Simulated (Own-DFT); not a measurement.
# Shaking the atoms of 3C SiC, 64 atoms (C32Si32)

Calculated results; nothing here was measured. The program, named Own-DFT, is a retired in-house plane-wave density functional code that no person has reviewed. Each row is one single-point run on a periodic cell that was not relaxed, without spin or spin-orbit coupling.

Settings of every run: PBE; PseudoDojo norm-conserving scalar-relativistic files; cutoff 42 hartree; 4 x 4 x 4 k mesh centred on Gamma; Fermi-Dirac smearing of 0.1 eV.

Known limits, some of them of some rows only: some atoms lie very close together; forces on such cells passed a denser k mesh, each cell not checked; stress not checked against mesh or cutoff.

Cell vectors in Å: (8.719, 0.000, 0.000); (0.000, 8.719, 0.000); (0.000, 0.000, 8.719). In each run every atom was moved at random and independently from its ideal site; u is the rms move along one axis. E is the free energy for each atom above the fitted value at u = 0, and F the rms of the force components.

```
run   u (Å)  E (meV/atom)  F (eV/Å)  largest force (eV/Å)  P (GPa)
  1  0.0300          39.1     0.829                  2.61     3.88
  2  0.0302          38.4     0.860                  3.23     3.72
  3  0.0313             ?         ?                     ?        ?
  4  0.0540         128.0     1.699                  5.45     5.97
  5  0.0630         146.2     1.745                  7.21     6.35
  6  0.0649         158.5     1.797                  5.64     6.78
  7  0.0971         462.4     4.717                 31.90    15.20
  8  0.1035         434.3     3.767                 21.33    13.86
  9  0.1612        1011.2     6.540                 35.10    27.95
```

## Worked fit

For small independent moves the energy grows as E = (3/2) K u², with K the mean stiffness felt by one atom. The runs with u up to 0.11 Å give K = 27.9 ± 1.8 eV/Å², with residuals divided by u² + 0.0006 Å², since the noise grows with the moves. The scatter is 12.7 meV/atom at u = 0.05 Å. The forces follow F = G u with G = 33.3 eV/Å²; no force at u = 0 is resolved. G exceeds K because the moves of its neighbours add to the force on an atom, and stiffness differs between atoms. At u = 0.161 Å the parabola gives 1089 meV/atom and the run 1011. The pressure follows P = 2.45 + 1167 u² GPa: at fixed volume, shortened bonds push harder than stretched ones pull.

## Withheld run

Question: what energy and rms force should run 3 give?

The fit gives 41 ± 7 meV/atom and about 1.04 eV/Å. The calculation gave 39.8 meV/atom and 0.844 eV/Å. This run lies off the fit, by chance or by something that the fit leaves out.
